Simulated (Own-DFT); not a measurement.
Simulation results for GaP (zincblende, atoms displaced)

Computed with Own-DFT development build. A calculation, not a measurement: plane-wave PBE density functional theory by an unreviewed code, no spin, of a simulated periodic cell, stress positive in tension, free energy of the whole cell less one offset for each atom, forces on such cells passed a denser k mesh, this cell's mesh not checked; offsets are fitted by least squares, one for each functional and potential file, so energies compare only between cells with the same atoms and settings and are not formation energies; the far tail of each file's local potential was reset to the Coulomb form; each entry is a single point on an unrelaxed cell, so the pressure reflects the starting lattice, mostly measured values (interpolated for alloys), from which strain is counted, and rises with the displacements; printed positions are rounded, which can move forces by about a meV/angstrom; the program, named Own-DFT, is a retired in-house code; no spin-orbit coupling.

Settings shared by all entries: functional PBE; potential files PseudoDojo norm-conserving, scalar-relativistic, standard set; wave cutoff 42 hartree; occupations Fermi-Dirac; smearing width 0.1 eV; k mesh 3 x 3 x 3 centred on Gamma.

(1) GaP (zincblende, atoms displaced)

```
CELL_PARAMETERS angstrom
10.90100 0.00000 0.00000
0.00000 10.90100 0.00000
0.00000 0.00000 10.90100
ATOMIC_POSITIONS crystal
Ga 0.97976 0.00583 0.96863
Ga 0.98031 0.23055 0.26022
Ga 0.26998 0.00580 0.23642
Ga 0.26054 0.23683 0.00828
P 0.10579 0.12665 0.12492
P 0.11793 0.36459 0.37211
P 0.37144 0.11949 0.35575
P 0.34877 0.36111 0.13348
Ga 0.01094 0.00295 0.50949
Ga 0.98581 0.24704 0.76280
Ga 0.24808 0.99647 0.75201
Ga 0.23578 0.24815 0.47688
P 0.13240 0.13112 0.63015
P 0.10437 0.38373 0.90094
P 0.35748 0.10487 0.85625
P 0.38939 0.38825 0.61526
Ga 0.01556 0.52550 0.00963
Ga 0.98071 0.75549 0.23660
Ga 0.23524 0.48220 0.27735
Ga 0.23810 0.76010 0.99169
P 0.12947 0.62316 0.13274
P 0.10692 0.87264 0.36438
P 0.36567 0.60409 0.39295
P 0.38395 0.88519 0.11305
Ga 0.99724 0.50697 0.49673
Ga 0.99769 0.77235 0.75172
Ga 0.22771 0.46625 0.79692
Ga 0.25901 0.74791 0.51293
P 0.12033 0.63214 0.61124
P 0.12237 0.86570 0.84991
P 0.38124 0.60745 0.86936
P 0.37871 0.85056 0.59742
Ga 0.49246 0.00542 0.99957
Ga 0.50354 0.22222 0.23474
Ga 0.75677 0.01680 0.24444
Ga 0.77090 0.22668 0.02626
P 0.61934 0.12392 0.09994
P 0.62642 0.37379 0.36932
P 0.90021 0.11761 0.36312
P 0.86162 0.37297 0.12747
Ga 0.46641 0.01764 0.49824
Ga 0.50668 0.25721 0.73189
Ga 0.75438 0.99740 0.78178
Ga 0.75221 0.23382 0.51474
P 0.63698 0.10859 0.63266
P 0.62503 0.36924 0.84447
P 0.88414 0.14223 0.86831
P 0.87397 0.34596 0.60369
Ga 0.52129 0.49722 0.01071
Ga 0.48924 0.74613 0.24702
Ga 0.76351 0.47926 0.24042
Ga 0.72369 0.74856 0.99706
P 0.60979 0.63599 0.11545
P 0.63245 0.86913 0.36841
P 0.88454 0.61410 0.37019
P 0.87685 0.87824 0.14505
Ga 0.50893 0.49215 0.51336
Ga 0.49002 0.75611 0.73330
Ga 0.76057 0.48371 0.76388
Ga 0.74732 0.77365 0.52089
P 0.62691 0.64051 0.64041
P 0.59121 0.86111 0.88041
P 0.86830 0.63768 0.84375
P 0.89115 0.85867 0.61425
```

| Property | Result |
| --- | --- |
| free energy of cell above offsets | -8.490 eV |
| pressure | 8.61 GPa |
| stress xx | -9.02 GPa |
| stress yy | -8.85 GPa |
| stress zz | -7.96 GPa |
| stress yz | 0.66 GPa |
| stress xz | -0.68 GPa |
| stress xy | -4.33 GPa |

Force:
```
element  x (eV/Å)  y (eV/Å)  z (eV/Å)
     Ga     2.743     -2.55     3.183
     Ga     4.636     6.945     -5.53
     Ga    -4.097    -1.888    -0.937
     Ga    -2.255    -1.152    -1.292
      P     1.422    -0.936    -1.279
      P    -3.769    -0.469     0.557
      P    -0.027     2.225     1.733
      P     3.292     1.392     0.552
     Ga     0.137    -0.636    -0.676
     Ga     4.315     4.288    -4.472
     Ga     -1.64    -2.585    -3.702
     Ga     2.399    -0.508     1.998
      P    -0.343     0.158     0.135
      P    -2.561     -5.17     1.372
      P     3.825     4.087     3.127
      P    -4.488    -3.441     2.316
     Ga    -3.536    -0.094    -1.225
     Ga     3.205    -3.579     2.749
     Ga     1.953     2.078    -2.249
     Ga     1.519    -1.478     0.263
      P     1.195     2.055     1.662
      P     2.631     0.341      0.66
      P     0.934     1.114    -1.369
      P    -1.773    -2.051     1.019
     Ga     0.725    -1.418     0.628
     Ga    -1.121     -4.62    -2.413
     Ga     4.794     4.246    -5.087
     Ga    -5.235    -3.323    -4.592
      P    -0.244    -1.035     2.577
      P     1.864     2.917     3.816
      P    -0.996     0.881     0.612
      P     2.564     6.042     3.311
     Ga    -0.256     -0.01    -2.478
     Ga    -0.304     3.155     0.964
     Ga    -1.221    -1.104     0.762
     Ga    -0.332     1.469    -2.433
      P     0.846    -0.916     1.472
      P    -0.101     -1.37     0.308
      P    -5.975    -5.083     6.596
      P     4.481    -1.717    -2.651
     Ga     2.981    -1.831     0.971
     Ga    -1.258    -1.829    -0.972
     Ga    -0.951    -1.388     -1.54
     Ga    -2.161    -1.556    -3.647
      P     -1.76    -0.412    -0.246
      P     0.004    -0.261     4.652
      P    -5.062    -2.791     2.791
      P     2.781     4.088     3.106
     Ga    -2.354    -2.165    -2.169
     Ga    -0.257    -0.123     1.282
     Ga    -3.377     4.047     3.696
     Ga     2.511     0.653     -0.68
      P     1.597    -1.168      2.77
      P    -0.875     1.407    -0.071
      P    -2.247     1.102    -0.992
      P    -3.192     2.496    -5.669
     Ga      2.74     2.764    -2.208
     Ga    -0.459     -1.47     1.542
     Ga     0.705     0.827    -2.828
     Ga    -2.112    -2.536    -2.273
      P     1.411    -1.973    -1.313
      P     1.769       1.8    -0.374
      P     0.371     -0.16     3.391
      P     -0.01     4.221     0.793
```

(2) GaP (zincblende, atoms displaced)

```
CELL_PARAMETERS angstrom
10.90100 0.00000 0.00000
0.00000 10.90100 0.00000
0.00000 0.00000 10.90100
ATOMIC_POSITIONS crystal
Ga 0.98729 0.98696 0.00034
Ga 0.98418 0.23291 0.25367
Ga 0.25757 0.02414 0.24104
Ga 0.23191 0.24484 0.99233
P 0.11326 0.12709 0.12854
P 0.12187 0.37509 0.35223
P 0.37977 0.12368 0.34891
P 0.37277 0.38228 0.12811
Ga 0.99478 0.00162 0.48625
Ga 0.98123 0.21509 0.75393
Ga 0.25230 0.99499 0.74900
Ga 0.23179 0.24572 0.51169
P 0.13556 0.12628 0.65061
P 0.16610 0.37624 0.87056
P 0.36534 0.11462 0.87900
P 0.36460 0.37701 0.63580
Ga 0.00196 0.51593 0.01228
Ga 0.00922 0.76997 0.24621
Ga 0.24356 0.52354 0.27378
Ga 0.25319 0.76851 0.99200
P 0.11837 0.61828 0.13640
P 0.10083 0.88392 0.36248
P 0.37212 0.62933 0.35678
P 0.35451 0.87330 0.12113
Ga 0.98521 0.48633 0.50142
Ga 0.98992 0.72713 0.75301
Ga 0.27020 0.50505 0.77016
Ga 0.23939 0.76349 0.51676
P 0.11089 0.65844 0.63094
P 0.12218 0.86356 0.88430
P 0.36563 0.61718 0.88835
P 0.36086 0.87051 0.63291
Ga 0.51211 0.98785 0.00998
Ga 0.48550 0.24451 0.22315
Ga 0.72005 0.99269 0.23522
Ga 0.76021 0.23802 0.00061
P 0.62468 0.13665 0.12347
P 0.63382 0.38787 0.35607
P 0.87375 0.11449 0.35530
P 0.84878 0.35385 0.13831
Ga 0.49965 0.98746 0.53013
Ga 0.50482 0.25284 0.78116
Ga 0.72873 0.99347 0.74201
Ga 0.75012 0.25173 0.48757
P 0.63957 0.12926 0.61829
P 0.63486 0.38071 0.86541
P 0.87408 0.11473 0.86025
P 0.86619 0.39227 0.61295
Ga 0.52403 0.50501 0.99225
Ga 0.50041 0.76308 0.24765
Ga 0.75713 0.49756 0.22529
Ga 0.75633 0.73455 0.00731
P 0.62562 0.62040 0.11402
P 0.63206 0.87344 0.36077
P 0.88029 0.62169 0.37223
P 0.88351 0.85055 0.11526
Ga 0.48607 0.52041 0.47745
Ga 0.50353 0.73285 0.74807
Ga 0.75270 0.48319 0.74930
Ga 0.77364 0.75411 0.49607
P 0.63446 0.63316 0.63084
P 0.62247 0.86718 0.86658
P 0.86262 0.60901 0.85782
P 0.87683 0.85388 0.62926
```

| Quantity | Value |
| --- | --- |
| free energy of cell above offsets | -14.233 eV |
| pressure | 7.86 GPa |
| stress xx | -7.81 GPa |
| stress yy | -7.88 GPa |
| stress zz | -7.91 GPa |
| stress yz | -0.24 GPa |
| stress xz | -0.01 GPa |
| stress xy | -2.46 GPa |

Force:
```
element  x (eV/Å)  y (eV/Å)  z (eV/Å)
     Ga     1.224     0.912    -0.232
     Ga     1.902     2.689    -1.509
     Ga    -2.553    -2.502    -0.893
     Ga     1.899     -1.13     2.466
      P    -0.307    -0.437    -1.617
      P    -0.843     -0.97     2.661
      P     1.184     0.692     4.717
      P    -0.653     0.775    -1.419
     Ga    -0.426     0.168     2.395
     Ga     3.672     5.438    -3.289
     Ga    -0.566    -0.604     1.844
     Ga     1.145     1.271     -1.53
      P    -1.952    -0.663     -2.45
      P    -5.743     0.297    -0.041
      P     1.634      0.08     0.983
      P     1.581    -0.065    -1.523
     Ga    -0.982    -2.587    -1.852
     Ga    -1.331    -4.298    -0.675
     Ga    -1.845    -3.274    -3.034
     Ga    -0.277    -3.417     0.453
      P     1.252     2.418     0.025
      P     5.028     1.863     2.132
      P     1.242     4.194     2.472
      P     2.754     1.405     1.758
     Ga     3.608     2.648    -2.577
     Ga    -1.356     2.724     2.722
     Ga    -1.529     0.021    -4.024
     Ga    -0.729    -0.296    -3.201
      P     2.903    -5.079    -2.421
      P     -1.88     1.539    -2.368
      P     3.199     2.935     1.455
      P     2.313    -0.384     0.403
     Ga    -1.173      0.34    -0.832
     Ga     0.799     1.839     1.588
     Ga     2.914     0.888    -1.018
     Ga    -0.658     0.182    -1.868
      P    -0.064    -1.511    -1.402
      P    -1.825    -0.954     0.975
      P    -2.826    -1.427     2.563
      P     3.813    -0.349    -1.789
     Ga     0.507     0.995    -2.347
     Ga    -1.662    -1.087     -2.34
     Ga      1.88    -0.808    -0.261
     Ga     0.285     0.728    -1.166
      P    -2.076      0.46     0.551
      P    -0.154    -1.632     2.552
      P    -3.781    -3.354     4.174
      P    -0.751    -4.779     1.838
     Ga    -2.822    -1.497    -0.258
     Ga    -0.692    -0.839    -1.215
     Ga    -1.085     2.478      2.56
     Ga    -0.307     0.221    -2.338
      P     0.101     1.597     2.129
      P    -1.075    -1.092     3.476
      P     0.024      0.14    -1.327
      P     -2.23     2.135     0.135
     Ga     2.168      -2.4     2.413
     Ga    -1.474     0.519     1.006
     Ga    -0.732     1.527    -1.892
     Ga    -2.106    -1.425    -1.291
      P    -0.063    -1.146    -2.022
      P         0     -0.32     1.589
      P     1.058     0.554     3.147
      P     0.434     3.653     0.839
```

(3) GaP (zincblende, atoms displaced)

```
CELL_PARAMETERS angstrom
10.90100 0.00000 0.00000
0.00000 10.90100 0.00000
0.00000 0.00000 10.90100
ATOMIC_POSITIONS crystal
Ga 0.98495 0.98356 0.02748
Ga 0.00526 0.24330 0.27677
Ga 0.25553 0.98680 0.23909
Ga 0.23557 0.25066 0.99140
P 0.13542 0.11961 0.11109
P 0.12659 0.37953 0.37767
P 0.36255 0.12522 0.36730
P 0.37198 0.37296 0.13005
Ga 0.00105 0.00322 0.52575
Ga 0.00180 0.24754 0.72839
Ga 0.23269 0.99495 0.73665
Ga 0.26814 0.25278 0.50660
P 0.13306 0.14966 0.64927
P 0.10284 0.34795 0.86610
P 0.35612 0.12309 0.87535
P 0.37787 0.37942 0.62270
Ga 0.98590 0.49210 0.99653
Ga 0.98079 0.74465 0.26521
Ga 0.25331 0.52279 0.23780
Ga 0.22890 0.75057 0.99825
P 0.11822 0.65530 0.14324
P 0.11211 0.87244 0.39089
P 0.36904 0.60772 0.40636
P 0.36529 0.88281 0.10465
Ga 0.98807 0.50054 0.47372
Ga 0.99175 0.75535 0.75482
Ga 0.22404 0.51072 0.73332
Ga 0.24032 0.74813 0.48147
P 0.11968 0.61781 0.63310
P 0.10925 0.87221 0.85283
P 0.37897 0.62056 0.87076
P 0.38358 0.85636 0.61441
Ga 0.49883 0.00721 0.99125
Ga 0.51728 0.24861 0.24919
Ga 0.73863 0.00372 0.22927
Ga 0.76826 0.24311 0.97671
P 0.63249 0.11896 0.12330
P 0.63373 0.35162 0.37031
P 0.86797 0.11432 0.37028
P 0.86173 0.38162 0.14492
Ga 0.50093 0.00674 0.49863
Ga 0.49157 0.26725 0.73197
Ga 0.77375 0.00042 0.73710
Ga 0.74546 0.25555 0.49147
P 0.62698 0.16005 0.63546
P 0.63246 0.38712 0.87841
P 0.86306 0.12678 0.87001
P 0.87342 0.35292 0.63164
Ga 0.48832 0.47093 0.98047
Ga 0.49604 0.73106 0.26332
Ga 0.75260 0.48451 0.26171
Ga 0.75533 0.76519 0.99795
P 0.62069 0.61963 0.13189
P 0.62606 0.87101 0.36389
P 0.87660 0.64353 0.36391
P 0.85450 0.86525 0.13171
Ga 0.50685 0.50740 0.50910
Ga 0.45671 0.73905 0.74018
Ga 0.76021 0.52996 0.73660
Ga 0.75703 0.75030 0.49676
P 0.62973 0.65101 0.63367
P 0.64859 0.86847 0.90932
P 0.87607 0.62075 0.85070
P 0.90906 0.87529 0.61750
```

| Quantity | Value |
| --- | --- |
| free energy of cell above offsets | -11.643 eV |
| pressure | 8.11 GPa |
| stress xx | -8.49 GPa |
| stress yy | -8.15 GPa |
| stress zz | -7.68 GPa |
| stress yz | 1.89 GPa |
| stress xz | -0.89 GPa |
| stress xy | 2.33 GPa |

Force:
```
element  x (eV/Å)  y (eV/Å)  z (eV/Å)
     Ga     1.242     1.508    -2.115
     Ga      0.03    -0.091    -2.096
     Ga    -1.406     0.733     0.945
     Ga      1.16     0.428      0.45
      P    -2.138    -0.688     2.311
      P     1.354     0.002    -0.369
      P     1.313    -0.348     0.125
      P    -0.445    -0.206    -0.653
     Ga     3.018     4.641    -3.628
     Ga    -3.613     0.318     3.542
     Ga     1.977    -0.726     0.757
     Ga    -1.557    -0.077    -0.962
      P     3.166    -3.486    -4.793
      P     1.229     3.725     1.435
      P     1.647    -0.036    -1.477
      P    -1.388     2.475    -0.324
     Ga     0.303     0.036     0.407
     Ga     4.301       5.7    -3.871
     Ga     0.055    -1.283      1.03
     Ga     1.124     0.912     -1.35
      P    -0.152     -2.15    -1.473
      P     0.022     1.443    -1.977
      P    -0.509      1.05    -3.278
      P      1.24    -1.978     0.621
     Ga     0.331    -0.239     2.286
     Ga     0.452    -2.298    -1.158
     Ga     4.095    -4.344     4.252
     Ga     0.276      -0.7     2.367
      P    -3.946     4.051    -4.737
      P     1.341     1.296     3.558
      P    -2.787    -1.711     1.828
      P    -2.728      4.01    -2.331
     Ga     0.314    -0.148      0.11
     Ga    -2.243    -1.349    -1.211
     Ga     1.303    -1.776     3.134
     Ga    -3.481     3.558     3.874
      P    -2.168      2.93    -2.822
      P    -1.604     4.222     0.554
      P     0.192    -0.429     1.168
      P     3.244    -2.899    -3.219
     Ga      0.66     0.259     0.036
     Ga     0.477    -0.952     4.018
     Ga    -2.084    -0.634     0.286
     Ga       2.3    -2.164     1.734
      P     0.779    -4.011    -1.363
      P     1.356    -1.233    -2.291
      P     4.545    -2.872     -1.65
      P    -2.035     3.902    -2.597
     Ga    -0.401     1.974     2.158
     Ga      -0.5     0.436    -0.685
     Ga    -2.384     3.307     0.572
     Ga     3.244    -7.802     2.842
      P     0.297    -0.785    -0.556
      P    -0.149     0.749     1.035
      P    -5.078    -6.205     4.544
      P     2.584     0.071     1.895
     Ga     2.002    -1.283     0.575
     Ga     3.755    -0.442     1.633
     Ga    -2.551    -4.173    -1.563
     Ga    -0.388     1.565    -0.046
      P    -0.848     -0.75    -0.903
      P     -6.51     5.931    -7.161
      P     1.812     1.969     4.901
      P    -5.444    -2.932     1.681
```

(4) GaP (zincblende, atoms displaced)

```
CELL_PARAMETERS angstrom
10.90100 0.00000 0.00000
0.00000 10.90100 0.00000
0.00000 0.00000 10.90100
ATOMIC_POSITIONS crystal
Ga 0.00100 0.98915 0.97634
Ga 0.99320 0.24090 0.25397
Ga 0.21681 0.99859 0.23990
Ga 0.26154 0.21839 0.99241
P 0.12186 0.12832 0.11133
P 0.12759 0.39305 0.40957
P 0.38107 0.13531 0.37930
P 0.36934 0.37218 0.14541
Ga 0.98308 0.03657 0.49347
Ga 0.00539 0.24567 0.76483
Ga 0.23668 0.99053 0.73937
Ga 0.24576 0.25849 0.49267
P 0.12401 0.10090 0.63943
P 0.14005 0.36977 0.87072
P 0.38929 0.11340 0.88091
P 0.36415 0.36883 0.62691
Ga 0.98480 0.50102 0.00123
Ga 0.99382 0.75899 0.26668
Ga 0.26377 0.50590 0.24255
Ga 0.24490 0.73106 0.99247
P 0.12100 0.64249 0.13717
P 0.13101 0.87107 0.35730
P 0.38858 0.61972 0.38448
P 0.36100 0.88438 0.12676
Ga 0.98877 0.49274 0.51435
Ga 0.98752 0.75404 0.72919
Ga 0.24830 0.53060 0.76225
Ga 0.22956 0.75578 0.50231
P 0.12807 0.63831 0.64699
P 0.13066 0.88359 0.87702
P 0.35816 0.61049 0.88933
P 0.37270 0.89169 0.61045
Ga 0.50470 0.01262 0.00937
Ga 0.50446 0.24703 0.25231
Ga 0.77045 0.97935 0.23361
Ga 0.73069 0.26920 0.00521
P 0.59329 0.12396 0.15188
P 0.62993 0.36820 0.38126
P 0.88429 0.12243 0.36831
P 0.88163 0.36254 0.11462
Ga 0.50650 0.97846 0.50101
Ga 0.50450 0.25252 0.74976
Ga 0.76028 0.00331 0.73735
Ga 0.76331 0.23915 0.49885
P 0.60083 0.14880 0.61238
P 0.62281 0.37203 0.89498
P 0.88172 0.11541 0.88690
P 0.87814 0.38106 0.63502
Ga 0.52970 0.52772 0.00084
Ga 0.49446 0.75595 0.23149
Ga 0.74534 0.50549 0.24383
Ga 0.73460 0.74085 0.01242
P 0.64497 0.62289 0.13163
P 0.62574 0.87837 0.36408
P 0.87151 0.61560 0.37611
P 0.85902 0.88621 0.12314
Ga 0.52148 0.49426 0.50304
Ga 0.50352 0.74643 0.75992
Ga 0.74453 0.50219 0.75101
Ga 0.73616 0.73355 0.50689
P 0.62586 0.61917 0.62764
P 0.63108 0.89739 0.88143
P 0.85595 0.62391 0.86785
P 0.87575 0.83902 0.61844
```

| Property | Result |
| --- | --- |
| free energy of cell above offsets | -13.035 eV |
| pressure | 7.69 GPa |
| stress xx | -7.6 GPa |
| stress yy | -6.99 GPa |
| stress zz | -8.48 GPa |
| stress yz | 0.4 GPa |
| stress xz | 0.03 GPa |
| stress xy | 2.81 GPa |

Force:
```
element  x (eV/Å)  y (eV/Å)  z (eV/Å)
     Ga    -0.254     0.341     3.179
     Ga     2.405     2.364     -1.05
     Ga     3.061     1.842    -0.411
     Ga     -0.14      3.17     0.654
      P    -1.734    -0.546      0.68
      P    -0.548    -0.208    -3.721
      P    -1.428    -1.687     0.133
      P     1.441    -1.167    -2.842
     Ga     4.222    -5.059     4.285
     Ga     0.053    -0.036    -0.532
     Ga      3.72     -1.25     2.215
     Ga     0.967    -2.238     1.209
      P    -2.875     4.432    -3.133
      P    -0.455     0.681     1.015
      P    -0.666     0.164    -2.938
      P     1.134     1.846     1.005
     Ga     1.802     0.538    -0.729
     Ga    -1.448    -0.765    -1.208
     Ga    -1.548      1.33     2.013
     Ga    -1.051     3.193     1.887
      P    -0.736    -1.828    -0.653
      P    -1.549     0.378     3.305
      P    -0.637     0.957    -0.594
      P     0.594    -0.843    -1.438
     Ga     0.724     2.042    -0.201
     Ga      3.23    -2.079     6.032
     Ga    -1.104    -4.943    -2.639
     Ga     2.076    -0.307    -0.299
      P    -0.856    -0.577    -2.521
      P     0.445    -3.444    -1.004
      P     5.605     1.452     1.275
      P    -1.414    -3.182     2.231
     Ga    -0.519    -1.918     0.385
     Ga    -2.973     4.074     3.291
     Ga    -6.769     6.726     7.347
     Ga     2.545    -4.354     2.959
      P     5.817    -2.735    -3.139
      P     1.261     0.092    -1.221
      P    -4.706     1.051    -2.897
      P    -1.046     0.625     1.676
     Ga     0.625     3.128      -1.6
     Ga    -1.915     1.185     1.798
     Ga    -0.245     0.123    -0.103
     Ga    -0.762     1.382     0.521
      P     2.946    -2.882    -1.015
      P    -2.373     2.637    -4.348
      P    -2.637     2.261     -1.72
      P     -1.15    -2.324     1.003
     Ga    -2.888    -2.137    -0.264
     Ga    -0.356    -0.324     1.516
     Ga     2.231    -3.593     2.233
     Ga     2.151     3.068    -3.185
      P     -3.45     1.482     1.119
      P     0.988    -1.214      0.32
      P     0.055     0.574     0.402
      P      6.83    -6.657    -6.951
     Ga    -2.368    -0.741     0.102
     Ga    -0.817     1.109     -0.07
     Ga     -0.35    -1.571     0.251
     Ga     0.639     1.047    -2.338
      P    -1.371    -0.046     1.504
      P    -0.215    -1.937    -0.085
      P     1.764     1.201     1.367
      P    -3.978     6.098    -4.058
```
